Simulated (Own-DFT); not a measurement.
# Computed records: SiC (4H silicon carbide, atoms displaced)

A calculation, not a measurement: plane-wave PBE density functional theory by an unreviewed code, no spin, of a simulated periodic cell, stress positive in tension, free energy of the whole cell less one offset for each atom, forces on such cells passed a denser k mesh, this cell's mesh not checked; offsets are fitted by least squares, one for each functional and potential file, so energies compare only between cells with the same atoms and settings and are not formation energies; the far tail of each file's local potential was reset to the Coulomb form; each entry is a single point on an unrelaxed cell, so the pressure reflects the starting lattice, mostly measured values (interpolated for alloys), from which strain is counted, and rises with the displacements; printed positions are rounded, which can move forces by about a meV/angstrom; the program, named Own-DFT, is a retired in-house code; no spin-orbit coupling; before rounding, a Quantum ESPRESSO 7.3.1 run of the same cell and cutoff gave forces within 1 meV/angstrom rms on each cell, which checks the program and not the settings. Program: Own-DFT development build.

```yaml
- formula: SiC
  kind: "4H silicon carbide, atoms displaced"
  structure:
    cell_angstrom: [[6.1654, 0.0, 0.0], [-3.0827, 5.3394, 0.0], [0.0, 0.0, 10.0681]]
    atoms_fractional:
      - [Si, 0.98773, 0.98526, 0.41398]
      - [Si, 0.15639, 0.34053, 0.15651]
      - [C, 0.01332, 0.01841, 0.09501]
      - [C, 0.1537, 0.33775, 0.3477]
      - [Si, 0.99057, 0.50695, 0.40828]
      - [Si, 0.18614, 0.84423, 0.15232]
      - [C, 0.98455, 0.48144, 0.09184]
      - [C, 0.17998, 0.83552, 0.33931]
      - [Si, 0.48873, 0.99627, 0.40102]
      - [Si, 0.67081, 0.33552, 0.1603]
      - [C, 0.47788, 0.97385, 0.09111]
      - [C, 0.66622, 0.34483, 0.3427]
      - [Si, 0.49386, 0.50343, 0.39902]
      - [Si, 0.65853, 0.81743, 0.16188]
      - [C, 0.49778, 0.4876, 0.09671]
      - [C, 0.66914, 0.83067, 0.35259]
      - [Si, 0.99696, 0.99732, 0.90343]
      - [Si, 0.84042, 0.66468, 0.65109]
      - [C, 0.99329, 0.98743, 0.58685]
      - [C, 0.81654, 0.67487, 0.84463]
      - [Si, 0.00171, 0.5015, 0.90847]
      - [Si, 0.84981, 0.17032, 0.67045]
      - [C, 0.98895, 0.48515, 0.58567]
      - [C, 0.82346, 0.16873, 0.83763]
      - [Si, 0.50982, 0.98311, 0.91322]
      - [Si, 0.30635, 0.66723, 0.66274]
      - [C, 0.49543, 0.0291, 0.59819]
      - [C, 0.36091, 0.69098, 0.84572]
      - [Si, 0.48897, 0.47644, 0.9071]
      - [Si, 0.34133, 0.1795, 0.66146]
      - [C, 0.4954, 0.50386, 0.59431]
      - [C, 0.33268, 0.15987, 0.84276]
  settings:
    functional: PBE
    potential_files: "PseudoDojo norm-conserving, scalar-relativistic, standard set"
    "wave_cutoff [hartree]": 42.0
    occupations: Fermi-Dirac
    "smearing_width [eV]": 0.1
    k_mesh: "5 x 5 x 3 centred on Gamma"
  results:
    "free_energy_of_cell_above_offsets [eV]": "-0.767"
    "pressure [GPa]": 6.57
    "stress_xx [GPa]": -4.65
    "stress_yy [GPa]": -5.29
    "stress_zz [GPa]": -9.78
    "stress_yz [GPa]": -1.03
    "stress_xz [GPa]": 1.03
    "stress_xy [GPa]": -1.23
    force_element: [Si, Si, C, C, Si, Si, C, C, Si, Si, C, C, Si, Si, C, C, Si, Si, C, C, Si, Si, C, C, Si, Si, C, C, Si, Si, C, C]
    "force_x [eV/angstrom]": [1.222, 1.823, -0.699, 0.512, 1.483, -5.03, 0.02, -2.719, 1.895, -0.927, 4.654, 0.093, -0.897, 1.001, -0.779, -1.386, 0.102, -2.326, 0.438, 2.579, -0.659, -2.132, 0.086, 1.844, -2.053, 3.117, 3.1, -1.861, -0.199, -1.581, -0.576, -0.143]
    "force_y [eV/angstrom]": [2.425, -0.944, -2.412, -0.834, -0.653, -2.474, 2.453, -0.716, 1.948, -1.336, 3.045, -1.164, -1.307, 1.264, 0.515, 0.459, 0.816, -0.672, 1.441, -1.531, 0.92, -1.533, 0.942, 0.785, 3.58, 1.756, -3.105, -5.758, 2.134, 0.157, 0.712, -0.912]
    "force_z [eV/angstrom]": [-2.996, 1.345, -0.456, -0.649, -1.672, 1.236, -0.302, 0.15, 2.806, -0.575, 0.489, 0.049, 2.436, -0.666, -0.415, -1.835, 1.031, 0.996, 3.736, -0.388, -0.832, -6.357, 2.981, 4.64, -0.9, -2.036, -1.273, -0.383, 0.233, -1.41, -0.174, 1.187]
```
